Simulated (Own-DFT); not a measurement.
Simulation results for SiC (2H silicon carbide, atoms displaced), GaN (wurtzite, strained, atoms displaced), GaP (zincblende, atoms displaced)

Computed with Own-DFT development build. A calculation, not a measurement: plane-wave PBE density functional theory by an unreviewed code, no spin, of a simulated periodic cell, stress positive in tension, free energy of the whole cell less one offset for each atom, forces on such cells passed a denser k mesh, this cell's mesh not checked; offsets are fitted by least squares, one for each functional and potential file, so energies compare only between cells with the same atoms and settings and are not formation energies; the far tail of each file's local potential was reset to the Coulomb form; each entry is a single point on an unrelaxed cell, so the pressure reflects the starting lattice, mostly measured values (interpolated for alloys), from which strain is counted, and rises with the displacements; printed positions are rounded, which can move forces by about a meV/angstrom; the program, named Own-DFT, is a retired in-house code; no spin-orbit coupling.

Settings shared by all entries: functional PBE.

(1) 
```cif
# cell vector a (Å): 6.1654 0.0000 0.0000
# cell vector b (Å): -3.0827 5.3394 0.0000
# cell vector c (Å): 0.0000 0.0000 10.0681
data_SiC
_symmetry_space_group_name_H-M 'P 1'
_symmetry_Int_Tables_number 1
_cell_length_a 6.1654
_cell_length_b 6.1654
_cell_length_c 10.0681
_cell_angle_alpha 90.000
_cell_angle_beta 90.000
_cell_angle_gamma 120.000
_cell_volume 331.44
loop_
_atom_site_label
_atom_site_type_symbol
_atom_site_fract_x
_atom_site_fract_y
_atom_site_fract_z
_atom_site_occupancy
Si1 Si 0.00943 0.01056 0.00272 1
Si2 Si 0.17710 0.33891 0.24913 1
C1 C 0.00034 0.00142 0.18717 1
C2 C 0.16145 0.33461 0.43293 1
Si3 Si 0.99927 0.99436 0.50099 1
Si4 Si 0.17050 0.34135 0.74951 1
C3 C 0.99105 0.99092 0.68869 1
C4 C 0.16374 0.33195 0.93723 1
Si5 Si 0.98884 0.49923 0.00093 1
Si6 Si 0.16022 0.83006 0.25275 1
C5 C 0.00217 0.50890 0.19062 1
C6 C 0.15700 0.82440 0.43965 1
Si7 Si 0.00351 0.49815 0.49263 1
Si8 Si 0.16433 0.82852 0.74397 1
C7 C 0.99420 0.49361 0.69260 1
C8 C 0.16973 0.82835 0.93743 1
Si9 Si 0.50984 0.00631 0.00019 1
Si10 Si 0.66179 0.32955 0.24811 1
C9 C 0.51261 0.00566 0.18684 1
C10 C 0.67152 0.33987 0.43812 1
Si11 Si 0.49698 0.99655 0.50336 1
Si12 Si 0.66017 0.32897 0.75076 1
C11 C 0.50815 0.00951 0.68150 1
C12 C 0.66579 0.33833 0.93897 1
Si13 Si 0.49889 0.49676 0.99380 1
Si14 Si 0.65866 0.83073 0.25388 1
C13 C 0.49728 0.50438 0.18459 1
C14 C 0.67187 0.84024 0.43346 1
Si15 Si 0.50407 0.50365 0.50000 1
Si16 Si 0.64907 0.82120 0.74777 1
C15 C 0.49809 0.50449 0.69008 1
C16 C 0.66222 0.83198 0.93712 1
_calc_potential_files 'PseudoDojo norm-conserving, scalar-relativistic, standard set'
_calc_wave_cutoff 42  # hartree
_calc_occupations 'Fermi-Dirac'
_calc_smearing_width 0.1  # eV
_calc_hardware 'one NVIDIA H100'
_calc_k_mesh '5 x 5 x 3 centred on Gamma'
_calc_free_energy_of_cell_above_offsets '-4.340'  # eV
_calc_pressure 4.06  # GPa
_calc_stress_xx -2.14  # GPa
_calc_stress_yy -4.05  # GPa
_calc_stress_zz -5.99  # GPa
_calc_stress_yz -0.68  # GPa
_calc_stress_xz 0.09  # GPa
_calc_stress_xy 0.84  # GPa
_calc_wall_time 133.7  # s
```

Force:
```csv
element,x (eV/Å),y (eV/Å),z (eV/Å)
Si,-0.144,-1.794,-1.088
Si,-1.458,-0.646,-0.638
C,-0.109,0.11,0.824
C,1.824,-0.481,1.1
Si,-0.603,0.87,-0.043
Si,-0.709,-1.959,0.273
C,0.084,0.801,-0.281
C,-0.198,0.567,0.022
Si,1.769,0.812,0.198
Si,0.571,1.187,-0.866
C,0.068,-1.328,-0.556
C,0.982,1.258,-0.202
Si,-0.871,-0.537,1.84
Si,-0.231,0.429,1.291
C,0.115,0.399,-1.675
C,-0.392,1.082,-0.189
Si,-0.923,-1.209,-0.088
Si,0.224,1.093,0.407
C,-1.544,-0.637,0.426
C,-0.682,-1.093,-0.119
Si,0.086,0.817,-2.135
Si,0.478,0.87,-0.051
C,-0.886,-1.408,1.678
C,0.11,-0.98,-0.688
Si,-1.172,1.008,1.253
Si,1.225,0.558,-1.782
C,0.999,-0.304,0.055
C,-0.541,-0.771,1.781
Si,-0.499,-0.122,-0.476
Si,1.337,2.425,0.993
C,0.294,-1.402,-1.012
C,0.798,0.384,-0.251
```

(2) 
```cif
# cell vector a (Å): 12.7560 0.0000 0.0000
# cell vector b (Å): -4.7835 8.2853 0.0000
# cell vector c (Å): 0.0000 0.0000 10.4996
data_GaN
_symmetry_space_group_name_H-M 'P 1'
_symmetry_Int_Tables_number 1
_cell_length_a 12.7560
_cell_length_b 9.5670
_cell_length_c 10.4996
_cell_angle_alpha 90.000
_cell_angle_beta 90.000
_cell_angle_gamma 120.000
_cell_volume 1109.67
loop_
_atom_site_label
_atom_site_type_symbol
_atom_site_fract_x
_atom_site_fract_y
_atom_site_fract_z
_atom_site_occupancy
Ga1 Ga 0.07990 0.21801 0.00121 1
Ga2 Ga 0.16702 0.11290 0.24326 1
N1 N 0.07732 0.21740 0.19190 1
N2 N 0.16175 0.10662 0.43762 1
Ga3 Ga 0.07876 0.21277 0.50340 1
Ga4 Ga 0.16596 0.11234 0.75676 1
N3 N 0.08148 0.22189 0.68747 1
N4 N 0.16589 0.10765 0.93189 1
Ga5 Ga 0.07220 0.54833 0.99824 1
Ga6 Ga 0.16119 0.44006 0.24432 1
N5 N 0.08078 0.55118 0.19907 1
N6 N 0.17518 0.44473 0.43468 1
Ga7 Ga 0.08639 0.55425 0.49933 1
Ga8 Ga 0.16680 0.44816 0.74671 1
N7 N 0.07698 0.54988 0.69453 1
N8 N 0.16272 0.43528 0.94551 1
Ga9 Ga 0.08332 0.89416 0.99432 1
Ga10 Ga 0.16727 0.79531 0.25474 1
N9 N 0.08296 0.88767 0.19416 1
N10 N 0.16181 0.77788 0.44000 1
Ga11 Ga 0.07912 0.88171 0.49316 1
Ga12 Ga 0.16852 0.77357 0.75599 1
N11 N 0.08715 0.89604 0.69111 1
N12 N 0.15406 0.76983 0.94310 1
Ga13 Ga 0.33956 0.23457 0.99703 1
Ga14 Ga 0.42178 0.11342 0.25240 1
N13 N 0.32572 0.22580 0.19153 1
N14 N 0.41899 0.11611 0.44160 1
Ga15 Ga 0.32663 0.21708 0.50124 1
Ga16 Ga 0.42613 0.11046 0.75040 1
N15 N 0.33310 0.22385 0.69143 1
N16 N 0.42213 0.11601 0.93861 1
Ga17 Ga 0.32618 0.54602 0.00477 1
Ga18 Ga 0.41059 0.44578 0.24859 1
N17 N 0.31953 0.54836 0.18711 1
N18 N 0.41574 0.43974 0.44078 1
Ga19 Ga 0.32789 0.54709 0.49640 1
Ga20 Ga 0.41882 0.45210 0.75016 1
N19 N 0.33443 0.55102 0.68744 1
N20 N 0.42182 0.44463 0.93251 1
Ga21 Ga 0.32775 0.88482 0.00019 1
Ga22 Ga 0.41785 0.78241 0.24829 1
N21 N 0.33102 0.89396 0.18612 1
N22 N 0.41449 0.77135 0.43954 1
Ga23 Ga 0.34089 0.89285 0.49247 1
Ga24 Ga 0.41746 0.77354 0.75456 1
N23 N 0.33924 0.89267 0.69000 1
N24 N 0.41070 0.77396 0.93269 1
Ga25 Ga 0.58334 0.21595 0.00533 1
Ga26 Ga 0.67284 0.11458 0.26032 1
N25 N 0.58400 0.22143 0.17888 1
N26 N 0.66267 0.10694 0.43395 1
Ga27 Ga 0.58999 0.22635 0.50273 1
Ga28 Ga 0.66867 0.11009 0.74200 1
N27 N 0.59354 0.22452 0.68354 1
N28 N 0.65999 0.11274 0.93930 1
Ga29 Ga 0.57971 0.55433 0.99721 1
Ga30 Ga 0.66912 0.44598 0.25809 1
N29 N 0.58331 0.55801 0.18511 1
N30 N 0.66085 0.43232 0.44509 1
Ga31 Ga 0.59130 0.56390 0.49558 1
Ga32 Ga 0.67004 0.44537 0.75820 1
N31 N 0.58748 0.55973 0.69865 1
N32 N 0.66392 0.45059 0.93643 1
Ga33 Ga 0.57971 0.89324 0.00103 1
Ga34 Ga 0.67417 0.79112 0.25347 1
N33 N 0.57826 0.88113 0.19121 1
N34 N 0.66354 0.76838 0.43953 1
Ga35 Ga 0.58342 0.89524 0.49032 1
Ga36 Ga 0.66492 0.78328 0.76301 1
N35 N 0.58750 0.89306 0.69085 1
N36 N 0.66734 0.78143 0.93353 1
Ga37 Ga 0.83079 0.23432 0.00366 1
Ga38 Ga 0.91062 0.10677 0.24981 1
N37 N 0.83667 0.22726 0.19139 1
N38 N 0.91882 0.12013 0.43288 1
Ga39 Ga 0.83545 0.22334 0.50110 1
Ga40 Ga 0.91190 0.10940 0.75169 1
N39 N 0.83842 0.22796 0.69097 1
N40 N 0.91461 0.10549 0.93207 1
Ga41 Ga 0.83002 0.55228 0.00771 1
Ga42 Ga 0.91824 0.44281 0.24533 1
N41 N 0.83154 0.55563 0.18405 1
N42 N 0.91377 0.44266 0.44135 1
Ga43 Ga 0.83383 0.55238 0.50026 1
Ga44 Ga 0.91415 0.43979 0.74882 1
N43 N 0.83206 0.55582 0.69399 1
N44 N 0.91859 0.45048 0.94162 1
Ga45 Ga 0.83384 0.89656 0.00194 1
Ga46 Ga 0.91914 0.77549 0.24380 1
N45 N 0.83753 0.89053 0.18422 1
N46 N 0.90748 0.77741 0.43412 1
Ga47 Ga 0.83776 0.89695 0.50135 1
Ga48 Ga 0.91989 0.77938 0.75179 1
N47 N 0.83842 0.88781 0.69195 1
N48 N 0.91995 0.77688 0.93816 1
_calc_potential_files 'PseudoDojo norm-conserving, scalar-relativistic, standard set with the stringent files for Ga'
_calc_wave_cutoff 96  # hartree
_calc_occupations 'Gaussian'
_calc_smearing_width 0.01  # eV
_calc_k_mesh '3 x 4 x 3 centred on Gamma'
_calc_free_energy_of_cell_above_offsets '-5.394'  # eV
_calc_pressure 4.65  # GPa
_calc_stress_xx -5.43  # GPa
_calc_stress_yy -5.99  # GPa
_calc_stress_zz -2.53  # GPa
_calc_stress_yz 0.44  # GPa
_calc_stress_xz 0.04  # GPa
_calc_stress_xy -0.02  # GPa
```

Force:
```csv
element,x (eV/Å),y (eV/Å),z (eV/Å)
Ga,0.015,-0.56,0.043
Ga,-1.228,-0.381,1.464
N,0.045,-0.223,-0.907
N,0.181,-0.216,-0.561
Ga,0.693,1.191,-0.259
Ga,0.352,0.331,-2.163
N,-0.181,0.17,0.345
N,0.105,1.218,2.327
Ga,2.632,0.989,1.652
Ga,-0.299,-0.473,1.278
N,-0.413,1.575,-1.517
N,-2.786,-1.246,-0.027
Ga,-0.038,-0.216,-0.016
Ga,0.497,-0.976,0.736
N,0.945,0.93,-1.018
N,-0.731,0.879,-1.213
Ga,-0.118,-0.578,0.958
Ga,1.807,-2.395,0.011
N,-0.962,1.014,-1.765
N,1.641,-0.29,-0.146
Ga,-0.934,0.965,1.651
Ga,-0.662,1.002,-0.823
N,0.344,-1.279,-0.703
N,1.791,0.402,-0.304
Ga,0,-1.861,0.354
Ga,-0.957,0.634,-0.233
N,2.22,0.027,-1.254
N,0.45,-0.332,-0.666
Ga,0.341,0.412,0.685
Ga,-1.291,0.763,-0.086
N,0.651,-0.139,-0.122
N,-0.865,-0.808,0.066
Ga,0.538,0.723,-0.87
Ga,0.807,0.453,0.754
N,1.914,1.562,-0.015
N,0.254,0.576,-0.567
Ga,1.988,0.785,1.029
Ga,1.08,-1.261,-0.767
N,-1.224,0.936,-0.227
N,-1.867,0.663,0.828
Ga,-0.248,0.451,-0.476
Ga,-1.169,-1.316,0.348
N,0.522,-0.241,0.489
N,0.191,0.526,-0.831
Ga,-1.268,-0.293,1.455
Ga,-0.134,0.345,-1.599
N,-0.236,-1.018,-0.494
N,0.331,-0.251,1.949
Ga,-1.335,1.615,-1.544
Ga,-1.109,-0.18,-2.882
N,0.531,0.274,3.278
N,0.874,1.139,1.388
Ga,-1.244,-1.491,0.332
Ga,0.13,0.265,1.389
N,-0.95,0.244,0.715
N,2.146,-0.157,-0.8
Ga,0.776,1.021,0.712
Ga,-1.01,-0.229,-1.112
N,-0.04,0.064,0.786
N,0.721,2.369,-1.367
Ga,-1.161,-2.699,2.142
Ga,-0.732,0.156,-1.081
N,-0.081,0.117,-1.383
N,1.361,-1.06,1.311
Ga,0.454,-0.745,-0.166
Ga,-0.021,-2.086,-0.582
N,0.691,1.602,-0.427
N,0.002,3.423,-0.826
Ga,0.486,-2.264,1.863
Ga,1.217,-0.542,-3.231
N,-0.444,-0.587,-1.15
N,-0.535,0.254,3.264
Ga,0.631,-1.757,-0.628
Ga,1.148,0.504,-0.201
N,-0.706,-1.102,-0.614
N,-0.449,-1.058,0.625
Ga,-0.276,0.171,0.29
Ga,1.303,-0.182,-0.452
N,-0.602,-1.25,-0.944
N,-0.827,1.511,1.359
Ga,-0.756,0.875,-2.111
Ga,-0.667,0.94,1.447
N,0.418,-0.45,1.745
N,0.626,0.071,-0.676
Ga,-0.799,0.652,0.849
Ga,-0.755,1.223,0.716
N,0.789,-0.016,-0.936
N,-1.812,-1.475,-0.953
Ga,0.448,-1.406,-0.927
Ga,-0.846,0.114,0.83
N,-0.616,-0.057,0.575
N,1.263,-0.632,-0.179
Ga,-0.664,-0.601,0.73
Ga,0.355,-0.103,0.098
N,-1.388,0.433,-0.76
N,-1.272,-0.081,0.699
```

(3) 
```cif
# cell vector a (Å): 12.7560 0.0000 0.0000
# cell vector b (Å): -4.7835 8.2853 0.0000
# cell vector c (Å): 0.0000 0.0000 10.3182
data_GaN
_symmetry_space_group_name_H-M 'P 1'
_symmetry_Int_Tables_number 1
_cell_length_a 12.7560
_cell_length_b 9.5670
_cell_length_c 10.3182
_cell_angle_alpha 90.000
_cell_angle_beta 90.000
_cell_angle_gamma 120.000
_cell_volume 1090.50
loop_
_atom_site_label
_atom_site_type_symbol
_atom_site_fract_x
_atom_site_fract_y
_atom_site_fract_z
_atom_site_occupancy
Ga1 Ga 0.08247 0.22285 0.00424 1
Ga2 Ga 0.16837 0.10669 0.25085 1
N1 N 0.08005 0.21640 0.18860 1
N2 N 0.17092 0.10993 0.43018 1
Ga3 Ga 0.07869 0.20941 0.50115 1
Ga4 Ga 0.17088 0.11033 0.75281 1
N3 N 0.07655 0.20612 0.69505 1
N4 N 0.17763 0.11631 0.93679 1
Ga5 Ga 0.08618 0.55953 0.99782 1
Ga6 Ga 0.16493 0.44595 0.24826 1
N5 N 0.08036 0.55428 0.18862 1
N6 N 0.15348 0.44216 0.43431 1
Ga7 Ga 0.08721 0.56086 0.49302 1
Ga8 Ga 0.16873 0.44364 0.74754 1
N7 N 0.07925 0.55352 0.69125 1
N8 N 0.16414 0.44668 0.93629 1
Ga9 Ga 0.07661 0.88869 0.00157 1
Ga10 Ga 0.16981 0.78193 0.24066 1
N9 N 0.09189 0.89445 0.19335 1
N10 N 0.17160 0.78070 0.43474 1
Ga11 Ga 0.08790 0.89143 0.50251 1
Ga12 Ga 0.16856 0.77541 0.74603 1
N11 N 0.08129 0.88974 0.68449 1
N12 N 0.17173 0.78829 0.93904 1
Ga13 Ga 0.33037 0.22033 0.99219 1
Ga14 Ga 0.42459 0.11925 0.25377 1
N13 N 0.33324 0.22326 0.19449 1
N14 N 0.41470 0.11542 0.44101 1
Ga15 Ga 0.33626 0.22201 0.49954 1
Ga16 Ga 0.42343 0.11209 0.74445 1
N15 N 0.34307 0.23082 0.68831 1
N16 N 0.41389 0.11056 0.93894 1
Ga17 Ga 0.33573 0.55790 0.99812 1
Ga18 Ga 0.42918 0.46120 0.24223 1
N17 N 0.34074 0.56160 0.19305 1
N18 N 0.41058 0.44188 0.44515 1
Ga19 Ga 0.32971 0.55745 0.49860 1
Ga20 Ga 0.41431 0.44746 0.75677 1
N19 N 0.33073 0.55816 0.68855 1
N20 N 0.41510 0.44904 0.94297 1
Ga21 Ga 0.33226 0.88573 0.99528 1
Ga22 Ga 0.41983 0.77968 0.25568 1
N21 N 0.33983 0.89491 0.18714 1
N22 N 0.41492 0.78377 0.44214 1
Ga23 Ga 0.33156 0.89036 0.49703 1
Ga24 Ga 0.42361 0.78514 0.74695 1
N23 N 0.32404 0.88816 0.68828 1
N24 N 0.41023 0.77502 0.94516 1
Ga25 Ga 0.57988 0.21586 0.00609 1
Ga26 Ga 0.66741 0.11536 0.24865 1
N25 N 0.58185 0.22801 0.18333 1
N26 N 0.66040 0.11722 0.43446 1
Ga27 Ga 0.57922 0.20994 0.50154 1
Ga28 Ga 0.66307 0.11173 0.74340 1
N27 N 0.58746 0.22686 0.69183 1
N28 N 0.66535 0.11904 0.93804 1
Ga29 Ga 0.57934 0.56296 0.99813 1
Ga30 Ga 0.66764 0.44924 0.25540 1
N29 N 0.58685 0.55438 0.19694 1
N30 N 0.66760 0.44870 0.44314 1
Ga31 Ga 0.57220 0.54377 0.50022 1
Ga32 Ga 0.65988 0.43321 0.74736 1
N31 N 0.58646 0.55644 0.69091 1
N32 N 0.67062 0.45096 0.93569 1
Ga33 Ga 0.58413 0.89236 0.00168 1
Ga34 Ga 0.67270 0.78500 0.24293 1
N33 N 0.58278 0.89037 0.19346 1
N34 N 0.66436 0.78340 0.43919 1
Ga35 Ga 0.58884 0.88880 0.51154 1
Ga36 Ga 0.66960 0.77465 0.74110 1
N35 N 0.57542 0.88810 0.68573 1
N36 N 0.67483 0.78892 0.94035 1
Ga37 Ga 0.83120 0.22260 0.99771 1
Ga38 Ga 0.91374 0.10376 0.24653 1
N37 N 0.83123 0.22779 0.18196 1
N38 N 0.91225 0.10636 0.43496 1
Ga39 Ga 0.83058 0.23165 0.50441 1
Ga40 Ga 0.91550 0.10697 0.75644 1
N39 N 0.82991 0.22682 0.69164 1
N40 N 0.91719 0.10828 0.94054 1
Ga41 Ga 0.83303 0.55058 0.00441 1
Ga42 Ga 0.92309 0.44563 0.24847 1
N41 N 0.84335 0.56744 0.17900 1
N42 N 0.91548 0.44198 0.43532 1
Ga43 Ga 0.82647 0.54577 0.49779 1
Ga44 Ga 0.91738 0.45542 0.75558 1
N43 N 0.83160 0.55659 0.69049 1
N44 N 0.91612 0.45032 0.94141 1
Ga45 Ga 0.82258 0.88000 0.00869 1
Ga46 Ga 0.91533 0.78515 0.25458 1
N45 N 0.83091 0.88890 0.19296 1
N46 N 0.91582 0.77491 0.43384 1
Ga47 Ga 0.83710 0.88719 0.49817 1
Ga48 Ga 0.91422 0.77332 0.75227 1
N47 N 0.84090 0.90196 0.67627 1
N48 N 0.92094 0.77448 0.93578 1
_calc_potential_files 'PseudoDojo norm-conserving, scalar-relativistic, standard set with the stringent files for Ga'
_calc_wave_cutoff 96  # hartree
_calc_occupations 'Gaussian'
_calc_smearing_width 0.01  # eV
_calc_k_mesh '3 x 4 x 3 centred on Gamma'
_calc_free_energy_of_cell_above_offsets '-4.488'  # eV
_calc_pressure 8.04  # GPa
_calc_stress_xx -8.65  # GPa
_calc_stress_yy -6.16  # GPa
_calc_stress_zz -9.3  # GPa
_calc_stress_yz -0.86  # GPa
_calc_stress_xz 0.59  # GPa
_calc_stress_xy -0.63  # GPa
```

Force:
```csv
element,x (eV/Å),y (eV/Å),z (eV/Å)
Ga,0.565,0.05,-0.927
Ga,-0.035,1.453,-0.844
N,0.281,0.454,0.261
N,-0.704,0.12,2.334
Ga,-0.251,0.715,-0.206
Ga,0.114,-0.195,-0.723
N,0.752,1.912,-0.981
N,-3.266,-1.213,0.116
Ga,-0.683,0.392,-0.071
Ga,0.786,-0.433,-0.144
N,1.444,0.882,-0.737
N,2.702,-0.984,0.507
Ga,-1.641,0.11,1.34
Ga,-1.267,-0.754,0.084
N,0.798,0.011,-0.873
N,0.975,-0.387,0.48
Ga,1.828,0.723,0.211
Ga,0.93,-0.248,0.902
N,-2.055,-0.879,-1.272
N,-1.014,-0.181,-0.286
Ga,-0.389,-0.469,-1.164
Ga,-1.864,-0.262,1.045
N,0.539,-0.272,1.012
N,-1.06,-1.265,-0.258
Ga,2.035,0.764,2.447
Ga,-1.571,-0.727,-0.727
N,0.691,1.029,-1.113
N,1.341,-0.597,-0.089
Ga,-1.444,0.456,0.194
Ga,-1.572,-0.376,1.245
N,-0.695,-0.585,0.306
N,0.97,0.163,-0.754
Ga,-1.561,-0.266,1.022
Ga,-1.877,-2.886,1.739
N,-1.23,-0.361,-0.736
N,-0.073,0.465,-1.284
Ga,-0.399,-0.252,-0.267
Ga,0.477,0.167,-1.219
N,0.777,0.282,0.078
N,0.575,-0.314,-0.364
Ga,-0.525,1.379,1.128
Ga,-0.801,0.377,-0.26
N,-0.055,-0.252,0.243
N,1.151,-0.419,0.297
Ga,0.097,0.235,0.421
Ga,-3.115,-1.579,1.213
N,2.798,0.983,-0.597
N,2.135,0.569,-1.721
Ga,-0.971,1.414,-1.89
Ga,-0.161,0.15,-0.213
N,1.121,0.332,2.031
N,2.239,-1.198,0.523
Ga,-1.456,1.922,0.175
Ga,1.192,0.116,1.561
N,-0.475,-1.756,-1.621
N,0.646,-1.395,-0.571
Ga,2.078,-0.728,0.191
Ga,1.702,-0.301,-0.678
N,0.424,1.936,-1.868
N,-1.098,-1.456,-0.448
Ga,0.679,1.689,0.14
Ga,0.695,2.714,1.313
N,-1.051,-0.436,-0.144
N,-1.208,-0.642,0.606
Ga,-0.666,0.336,-0.022
Ga,-1.946,-1.076,2.237
N,0.685,0.307,-0.93
N,1.124,-1.161,-0.26
Ga,-1.256,0.38,-3.442
Ga,0.352,1.11,0.569
N,2.449,0.889,1.695
N,-2.708,-1.617,-1.393
Ga,0.39,0.39,-0.526
Ga,-0.611,2.052,0.65
N,0.7,-0.803,0.935
N,-0.278,0.618,0.212
Ga,0.975,-1.304,-0.503
Ga,-0.813,0.698,-0.586
N,0.666,-0.235,0.137
N,-0.553,-0.37,0.715
Ga,-0.912,0.658,-1.693
Ga,-1.839,-0.163,-0.017
N,-0.837,-0.612,3.246
N,-0.197,0.846,0.159
Ga,1.263,1.544,0.662
Ga,0.16,-0.963,-0.361
N,-0.466,-0.343,-0.808
N,1.225,-0.848,-0.256
Ga,3.457,1.631,-0.891
Ga,1.843,-0.879,-1.109
N,0.934,0.016,-0.975
N,0.475,-0.181,1.35
Ga,-0.902,-0.081,-1.187
Ga,-0.064,0.912,-0.848
N,-0.66,-1.884,2.418
N,-1.959,0.24,0.709
```

(4) 
```cif
# cell vector a (Å): 10.9010 0.0000 0.0000
# cell vector b (Å): 0.0000 10.9010 0.0000
# cell vector c (Å): 0.0000 0.0000 10.9010
data_GaP
_symmetry_space_group_name_H-M 'P 1'
_symmetry_Int_Tables_number 1
_cell_length_a 10.9010
_cell_length_b 10.9010
_cell_length_c 10.9010
_cell_angle_alpha 90.000
_cell_angle_beta 90.000
_cell_angle_gamma 90.000
_cell_volume 1295.39
loop_
_atom_site_label
_atom_site_type_symbol
_atom_site_fract_x
_atom_site_fract_y
_atom_site_fract_z
_atom_site_occupancy
Ga1 Ga 0.98751 0.00212 0.01349 1
Ga2 Ga 0.01290 0.25552 0.24840 1
Ga3 Ga 0.25450 0.01159 0.22532 1
Ga4 Ga 0.23314 0.26358 0.00393 1
P1 P 0.12395 0.13081 0.12206 1
P2 P 0.12133 0.37335 0.37686 1
P3 P 0.37048 0.11541 0.36726 1
P4 P 0.37435 0.38266 0.13373 1
Ga5 Ga 0.00138 0.99221 0.48212 1
Ga6 Ga 0.00716 0.25251 0.75677 1
Ga7 Ga 0.24948 0.00439 0.75680 1
Ga8 Ga 0.24715 0.25338 0.49541 1
P5 P 0.12197 0.10882 0.61537 1
P6 P 0.12012 0.37339 0.86994 1
P7 P 0.37461 0.12120 0.87367 1
P8 P 0.38058 0.37296 0.63500 1
Ga9 Ga 0.98762 0.50929 0.99569 1
Ga10 Ga 0.01068 0.74578 0.24385 1
Ga11 Ga 0.24165 0.49884 0.27656 1
Ga12 Ga 0.24553 0.77222 0.99919 1
P9 P 0.11719 0.61865 0.11670 1
P10 P 0.12239 0.87032 0.37414 1
P11 P 0.36069 0.63408 0.37690 1
P12 P 0.36832 0.87234 0.13126 1
Ga13 Ga 0.99466 0.50736 0.50245 1
Ga14 Ga 0.00339 0.73272 0.75578 1
Ga15 Ga 0.25178 0.51028 0.75334 1
Ga16 Ga 0.23880 0.73642 0.49422 1
P13 P 0.09724 0.62249 0.62654 1
P14 P 0.11098 0.86915 0.87897 1
P15 P 0.37892 0.64250 0.86964 1
P16 P 0.38726 0.88153 0.61748 1
Ga17 Ga 0.50217 0.00284 0.98200 1
Ga18 Ga 0.49801 0.25739 0.24728 1
Ga19 Ga 0.73746 0.99761 0.25021 1
Ga20 Ga 0.74194 0.23940 0.00024 1
P17 P 0.63245 0.11916 0.13184 1
P18 P 0.61563 0.39110 0.35659 1
P19 P 0.86723 0.15095 0.37446 1
P20 P 0.87334 0.38184 0.11437 1
Ga21 Ga 0.50094 0.99704 0.49722 1
Ga22 Ga 0.50044 0.26413 0.74756 1
Ga23 Ga 0.74290 0.00779 0.74398 1
Ga24 Ga 0.72845 0.24703 0.49189 1
P21 P 0.64013 0.13138 0.62813 1
P22 P 0.62547 0.36354 0.85755 1
P23 P 0.87703 0.13288 0.86719 1
P24 P 0.87858 0.35813 0.61903 1
Ga25 Ga 0.50579 0.50072 0.98885 1
Ga26 Ga 0.49766 0.75766 0.24905 1
Ga27 Ga 0.74460 0.49486 0.23641 1
Ga28 Ga 0.75028 0.75777 0.98703 1
P25 P 0.61350 0.61549 0.12577 1
P26 P 0.61795 0.87413 0.37403 1
P27 P 0.85088 0.62114 0.38043 1
P28 P 0.87768 0.86238 0.12430 1
Ga29 Ga 0.50017 0.51859 0.49662 1
Ga30 Ga 0.49417 0.74800 0.75011 1
Ga31 Ga 0.75833 0.51335 0.74645 1
Ga32 Ga 0.75266 0.73869 0.50491 1
P29 P 0.63103 0.62913 0.63145 1
P30 P 0.61328 0.87366 0.88486 1
P31 P 0.85966 0.62943 0.87429 1
P32 P 0.87397 0.88522 0.63947 1
_calc_potential_files 'PseudoDojo norm-conserving, scalar-relativistic, standard set'
_calc_wave_cutoff 42  # hartree
_calc_occupations 'Fermi-Dirac'
_calc_smearing_width 0.1  # eV
_calc_hardware 'one NVIDIA H100'
_calc_k_mesh '3 x 3 x 3 centred on Gamma'
_calc_stress_xx ?
_calc_stress_yy ?
```

Question: Give the missing stress xx for GaP (zincblende, atoms displaced) (entry 4).
Answer: -4.75 GPa

Question: What stress yy does the calculation give for GaP (zincblende, atoms displaced) (entry 4)?
Answer: -4.59 GPa

Further results for GaP (zincblende, atoms displaced) (entry 4):

| Property | Result |
| --- | --- |
| free energy of cell above offsets | -26.289 eV |
| pressure | 4.74 GPa |
| stress zz | -4.89 GPa |
| stress yz | -0.53 GPa |
| stress xz | -0.5 GPa |
| stress xy | 0.4 GPa |
| wall time | 585.8 s |

Force:
```csv
element,x (eV/Å),y (eV/Å),z (eV/Å)
Ga,0.059,0.262,-1.338
Ga,-1.991,0.103,-0.46
Ga,-0.46,-0.647,1.891
Ga,2.07,-0.2,0.055
P,-0.831,-0.38,-0.386
P,-0.546,0.562,1.355
P,0.587,1.449,0.513
P,-0.938,0.285,-1.204
Ga,-1.859,1.064,1.214
Ga,-0.482,-1.261,-2.172
Ga,-0.433,-1.196,-1.107
Ga,0.611,-1.146,0.938
P,0.435,1.482,0.716
P,0.517,2.215,0.639
P,-0.463,2.069,0.169
P,-1.728,1.799,-2.5
Ga,0.293,-0.615,-0.552
Ga,-1.208,-0.435,0.789
Ga,0.553,0.347,-2.749
Ga,0.02,-1.924,0.153
P,1.731,0.177,0.595
P,0.969,0.077,-1.44
P,1.99,-0.629,-0.621
P,1.163,0.625,-1.38
Ga,-1.924,-2.021,-1.266
Ga,-1.994,2.621,1.03
Ga,-0.276,-0.401,-0.259
Ga,-0.734,1.991,2.135
P,4,-0.38,-0.503
P,0.327,1.405,-0.485
P,-1.794,-1.699,1.809
P,-2.212,-1.467,1.279
Ga,-0.825,0.788,2.906
Ga,-0.287,-1.359,-0.01
Ga,2.285,-0.676,0.843
Ga,0.818,0.828,-0.525
P,-2.265,0.915,-1.474
P,-0.212,-1.07,2.255
P,0.986,-2.519,-1.08
P,0.049,-1.35,0.487
Ga,0.628,1.467,-0.169
Ga,-0.453,-3.309,-0.288
Ga,0.881,-1.151,1.957
Ga,0.841,2.239,-0.558
P,-3.591,-0.093,-0.662
P,1.762,2.371,2.579
P,-0.543,-1.159,1.334
P,-0.571,1.6,0.232
Ga,-0.823,-0.717,-0.304
Ga,-0.172,-1.038,-0.072
Ga,0.824,0.672,0.198
Ga,-0.862,-0.181,1.979
P,0.713,1.85,-0.546
P,1.085,-0.57,0.6
P,2.593,-0.895,-2.013
P,-1.072,0.876,0.738
Ga,-0.15,-0.945,0.451
Ga,1.37,1.556,-1.505
Ga,-0.331,-2.977,-1.025
Ga,-0.479,2.841,0.951
P,-1.368,-0.055,-0.263
P,1.48,-0.416,-2.498
P,1.595,-0.067,0.208
P,0.645,-1.592,-1.586
```
